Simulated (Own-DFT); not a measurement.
# Same atoms, different arrangement: Ga32P32, 64 atoms

All numbers below are calculated, not measured. They come from Own-DFT, an in-house plane-wave density functional program, since retired, whose code no person has reviewed. Each row is one single-point run on a periodic cell that was not relaxed, without spin or spin-orbit coupling.

Settings of every run: PBE; PseudoDojo norm-conserving scalar-relativistic files; cutoff 42 hartree; 3 x 3 x 3 k mesh centred on Gamma; Fermi-Dirac smearing of 0.1 eV.

Known limits, some of them of some rows only: not probed for a lower state with spin; forces on such cells failed a check on a denser k mesh; forces on such cells passed a denser k mesh, each cell not checked; stress not checked against mesh or cutoff.

All cells hold the same atoms in the same cell, with vectors in Å (10.901, 0.000, 0.000); (0.000, 10.901, 0.000); (0.000, 0.000, 10.901). Every atom was moved at random from its ideal site; u is the rms move along one axis. The defect's site can differ from row to row. E is the free energy of the cell above the lowest run. The arrangements:

- A: zincblende GaP
- B: zincblende GaP, with one Ga on a P site and one P on a Ga site, 2.4 Å apart

| arrangement | u (Å) | E (eV) | P (GPa) |
|---|---|---|---|
| A | 0.0190 | 0.000 | 2.70 |
| A | 0.0199 | 0.060 | 2.71 |
| A | 0.0200 | 0.046 | 2.70 |
| A | 0.0473 | 1.895 | 3.10 |
| A | 0.0493 | 1.863 | 3.10 |
| A | 0.0513 | 2.484 | 3.26 |
| B | 0.0299 | 3.663 | 2.97 |
| B | 0.0307 | 3.737 | 3.02 |
| B | 0.0324 | 3.855 | 3.01 |
| B | 0.0480 | 5.471 | 3.41 |
| B | 0.0486 | 5.297 | 3.44 |
| B | 0.0525 | 5.434 | 3.37 |

Question: once the cost of the random moves is taken out, how do the arrangements rank?

## Worked answer

Fit E = a + b u², with one b for all and one a for each arrangement, and with residuals divided by u², since the noise grows with the moves. Then b = 1030 eV/Å², the scatter at u = 0.04 Å is 0.11 eV, and against A:

- B: 3.14 ± 0.05 eV (higher)

These are energies of unrelaxed cells. Relaxing the atoms lowers the strained arrangements most, so the gaps would shrink and small ones could change sign.
